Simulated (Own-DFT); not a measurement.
# Response to strain: 2H SiC, 32 atoms (C16Si16)

All numbers below are calculated, not measured. The program, named Own-DFT, is a retired in-house plane-wave density functional code that no person has reviewed. Each row is one single-point run on a periodic cell that was not relaxed, without spin or spin-orbit coupling.

Settings of every run: PBE; PseudoDojo norm-conserving scalar-relativistic files; cutoff 42 hartree; 5 x 5 x 3 k mesh centred on Gamma; Fermi-Dirac smearing of 0.1 eV.

Known limits: forces on such cells passed a denser k mesh, each cell not checked; stress not checked against mesh or cutoff.

Unstrained cell vectors in Å: (6.165, 0.000, 0.000); (-3.083, 5.339, 0.000); (0.000, 0.000, 10.068). The unstrained cell has measured lattice constants (interpolated for alloys), not those of this functional. That, the random moves and any unrelaxed bonds set the pressure at no strain. Each run strains this cell uniformly, with the atoms carried along. Every atom was also moved at random, by a Gaussian of width 0.05 Å on each axis. Strain is the symmetric tensor, in per cent. Stress is positive in tension, and the pressure is minus a third of its trace.

| run | e_xx (%) | e_yy (%) | e_zz (%) | e_yz (%) | e_xz (%) | e_xy (%) | s_xx (GPa) | s_yy (GPa) | s_zz (GPa) | s_yz (GPa) | s_xz (GPa) | s_xy (GPa) | P (GPa) | E (meV/atom) |
|---|---|---|---|---|---|---|---|---|---|---|---|---|---|---|
| 1 | 1.44 | -1.10 | -1.57 | 1.40 | 0.81 | 1.29 | 1.41 | -9.27 | -18.53 | 5.56 | 2.53 | 6.04 | 8.80 | 36.5 |
| 2 | -0.47 | -0.68 | -1.00 | 1.05 | 1.47 | -0.44 | -9.44 | -9.68 | -12.92 | 4.44 | 5.74 | -1.92 | 10.68 | 30.7 |
| 3 | 1.66 | -0.54 | 0.72 | 1.36 | -0.77 | 1.18 | 4.91 | -6.83 | -2.57 | 5.08 | -2.54 | 5.35 | 1.50 | 16.4 |
| 4 | -0.07 | 1.15 | -1.67 | -0.62 | 1.69 | -0.32 | -5.11 | 0.21 | -16.28 | -1.62 | 5.19 | -3.37 | 7.06 | 37.3 |
| 5 | 0.26 | 0.03 | -0.84 | -0.34 | 0.54 | -1.54 | -4.95 | -6.41 | -11.16 | -1.02 | 0.74 | -10.69 | 7.50 | 31.3 |
| 6 | -0.50 | 0.47 | -0.30 | 1.19 | 0.49 | 0.03 | -5.63 | -3.26 | -7.38 | 3.38 | 0.52 | -0.17 | 5.42 | 0.0 |
| 7 | 0.33 | 1.84 | 0.46 | -1.65 | 1.96 | 1.82 | -2.20 | 6.34 | -6.02 | -5.21 | 7.43 | 9.32 | 0.63 | 41.4 |
| 8 | -0.91 | 1.44 | 1.63 | -0.93 | 0.99 | 1.94 | -10.30 | 2.48 | 3.03 | -2.72 | 3.95 | 9.50 | 1.59 | 25.3 |
| 9 | -1.01 | 1.12 | 0.90 | -1.36 | -1.35 | -0.73 | -7.37 | 0.01 | -4.67 | -3.11 | -4.98 | -3.94 | 4.01 | 45.8 |
| 10 | -0.79 | -1.64 | -0.49 | -1.21 | 1.76 | 1.38 | -10.48 | -18.32 | -9.31 | -3.74 | 5.52 | 9.95 | 12.71 | 46.8 |
| 11 | 0.27 | 0.58 | -1.40 | -0.35 | -1.38 | -1.96 | -4.47 | -1.02 | -14.92 | -1.12 | -5.20 | -5.42 | 6.80 | 40.9 |
| 12 | 1.43 | 1.84 | 1.37 | -1.13 | -1.23 | 0.55 | 4.70 | 3.99 | 3.05 | -5.17 | -3.86 | 0.47 | -3.91 | 30.6 |
| 13 | 1.01 | 0.95 | -1.64 | 0.32 | 1.19 | 1.99 | 1.94 | 2.52 | -18.19 | 0.03 | 3.65 | 9.00 | 4.58 | 10.5 |
| 14 | 0.89 | -0.14 | -0.82 | 0.70 | 1.69 | -0.04 | -2.01 | -2.40 | -12.63 | 1.88 | 4.97 | 0.44 | 5.68 | 27.9 |
| 15 | -1.11 | -1.34 | -1.32 | -0.16 | 1.80 | -1.10 | -14.32 | -12.73 | -20.37 | -2.52 | 6.61 | -5.87 | 15.81 | 74.6 |
| 16 | 0.81 | 1.55 | 0.47 | 1.52 | 1.34 | 0.50 | 2.90 | 5.59 | -5.24 | 5.25 | 4.39 | 1.31 | -1.08 | 9.8 |
| 17 | 1.57 | 1.93 | -1.44 | 1.10 | -1.63 | -0.41 | 4.80 | 6.86 | -14.91 | 3.21 | -5.26 | -1.80 | 1.08 | 32.2 |
| 18 | 1.33 | -1.84 | 1.07 | -0.16 | 0.74 | 1.79 | ? | ? | ? | ? | ? | ? | ? | ? |

E is the free energy for each atom above the lowest run shown.

## Worked fit

Each stress component was fitted by least squares to a constant and the strains of the runs shown, as fractions, with shears doubled. Shear strains stay in the fit of a normal stress only where such slopes are resolved. The slopes, in GPa:

| stress | at no strain | per e_xx | per e_yy | per e_zz | scatter |
|---|---|---|---|---|---|
| s_xx | -5.1 | 571 ± 38 | 95 ± 33 | 49 ± 34 | 1.38 |
| s_yy | -5.4 | 107 ± 43 | 581 ± 38 | -30 ± 39 | 1.57 |
| s_zz | -7.7 | 46 ± 52 | 30 ± 46 | 614 ± 47 | 1.90 |

Each shear stress against twice its own strain: yz 172 ± 15, xz 170 ± 10, xy 273 ± 28 GPa. These are stiffnesses along x, y and z of the frame in which the cell vectors are given, which need not be the crystal's axes. The atoms are held to the strained lattice; where symmetry lets them move under strain, relaxing them would lower some slopes. The table should be nearly symmetric about its diagonal, and what it lacks of that shows the noise. A ninth of its sum, 229 ± 7 GPa, estimates the bulk modulus near the mean pressure of these runs, 5.2 GPa, so it lies above the value at zero pressure.

## Withheld run

Question: what normal stresses and pressure should run 18 give?

The fit gives s_xx = 1.3, s_yy = -15.0, s_zz = -1.1 and P = 4.9 GPa. The calculation gave -1.54, -9.51, -1.45 and P = 4.17 GPa. This run lies off the fit, by chance or by something that the fit leaves out.
